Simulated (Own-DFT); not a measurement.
# What a defect does to the pressure of its cell: C11b WSi2

Source: density functional calculations with Own-DFT, an unreviewed in-house program that is no longer used. Nothing was measured or relaxed, and spin and spin-orbit coupling are left out.

Method: PBE; PseudoDojo norm-conserving scalar-relativistic files; cutoff 50 hartree; 5 x 5 x 5 k mesh centred on Gamma; cold (Marzari-Vanderbilt) smearing of 0.2 eV.

Known weak points: forces on such cells failed a check on a denser k mesh; stress not checked against mesh or cutoff.

All runs share one cell, with vectors in Å (-2.148, -5.953, 3.409); (-6.444, 2.976, 1.136); (-2.553, -2.948, -6.757) and a volume of 403.2 Å³. The atoms are randomly displaced, by u rms on each axis. The defect's site can differ from row to row.

| cell | formula | u (Å) | P (GPa) |
|---|---|---|---|
| no defect | Si20W10 | 0.0192 | 4.45 |
| no defect | Si20W10 | 0.0200 | 4.48 |
| no defect | Si20W10 | 0.0522 | 6.17 |
| one Si vacancy | Si19W10 | 0.0297 | 3.31 |
| one Si vacancy | Si19W10 | 0.0303 | 3.64 |
| one Si vacancy | Si19W10 | 0.0470 | 4.82 |
| one W on a Si site | Si19W11 | 0.0293 | 9.70 |
| one W on a Si site | Si19W11 | 0.0309 | ? |
| one W on a Si site | Si19W11 | 0.0502 | 11.06 |
| one W on a Si site | Si19W11 | 0.0520 | 10.84 |
| one W vacancy | Si20W9 | 0.0298 | 3.51 |
| one W vacancy | Si20W9 | 0.0302 | 3.53 |
| one W vacancy | Si20W9 | 0.0450 | 4.31 |
| one Si on a W site | Si21W9 | 0.0234 | 5.88 |
| one Si on a W site | Si21W9 | 0.0265 | 5.98 |
| one Si on a W site | Si21W9 | 0.0562 | 7.70 |

## What the rows give

P = P0 + c u² + a shift for each defect gives P0 = 4.17 GPa, c = 739 ± 45 GPa/Å² and a scatter of 0.16 GPa. The shifts, and each times the cell's volume:

- one W on a Si site: 4.87 ± 0.13 GPa, 12.2 eV
- one Si on a W site: 1.26 ± 0.13 GPa, 3.2 eV
- one Si vacancy: -1.24 ± 0.13 GPa, -3.1 eV
- one W vacancy: -1.33 ± 0.13 GPa, -3.4 eV

Positive is outwards. The product with the volume (160.2 GPa Å³ to the eV) is nearly free of the cell's size; divided by the bulk modulus at the cell's pressure it gives the volume that the defect adds. The atoms around the defects weren't relaxed, which would change these numbers.

## Test on the hidden row

Asked: what pressure belongs in the blank (one W on a Si site, u = 0.0309 Å)?

The fit gives 9.74 ± 0.19 GPa. The run itself gave 10.06 GPa.
